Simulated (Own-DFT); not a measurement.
# Strain and stress in wurtzite GaN, 72 atoms (Ga36N36)

Calculated results; nothing here was measured. They come from Own-DFT, an in-house plane-wave density functional program, since retired, whose code no person has reviewed. Each row is one single-point run on a periodic cell that was not relaxed, without spin or spin-orbit coupling.

Settings of every run: PBE; PseudoDojo norm-conserving scalar-relativistic files (stringent for Ga); cutoff 96 hartree; 4 x 4 x 3 k mesh centred on Gamma; Gaussian smearing of 0.01 eV.

Known limits: forces not confirmed at this smearing and k mesh; stress not checked against mesh or cutoff.

Unstrained cell vectors in Å: (9.567, 0.000, 0.000); (-4.784, 8.285, 0.000); (0.000, 0.000, 10.370). The unstrained cell has measured lattice constants (interpolated for alloys), not those of this functional. That, the random moves and any unrelaxed bonds set the pressure at no strain. Each run strains this cell uniformly, with the atoms carried along. Every atom was also moved at random, by a Gaussian of width 0.05 Å on each axis. Strain is the symmetric tensor, in per cent. Stress is positive in tension, and the pressure is minus a third of its trace.

```
run  e_xx (%)  e_yy (%)  e_zz (%)  s_xx (GPa)  s_yy (GPa)  s_zz (GPa)  P (GPa)  E (meV/atom)
  1      0.75      0.75      0.00       -2.40       -5.45       -5.85     4.56          26.5
  2      2.25      2.25      0.00        3.53        4.33       -3.91    -1.31           0.0
  3     -1.00     -1.00      0.00      -11.29      -13.79       -9.99    11.69          44.2
  4     -2.75     -2.75      0.00      -26.10      -20.41      -13.10    19.87          79.3
  5      1.50      1.50      0.00       -0.09        0.85       -4.35     1.20           4.6
  6     -2.50     -2.50      0.00      -22.51      -20.06      -14.61    19.06          91.1
  7      2.00      2.00      0.00        3.38        0.28       -2.41    -0.42           8.3
  8     -2.25     -2.25      0.00      -21.83      -20.64      -10.32    17.60          73.8
  9     -1.25     -1.25      0.00           ?           ?           ?        ?             ?
```

E is the free energy for each atom above the lowest run shown.

## Worked fit

The change of volume is close to e_xx + e_yy + e_zz. A straight line through the runs shown gives P = 8.04 - 215 x (fractional change of volume) GPa, with an error of 4 on the slope and a scatter of 0.41 GPa. The strain isn't the same on all axes and the cell isn't cubic, so the slope belongs to this path and is not the bulk modulus.

## Withheld run

Question: what pressure should run 9 give? Its volume changes by -2.48 %.

The line gives 13.4 GPa. The calculation gave 12.44 GPa.
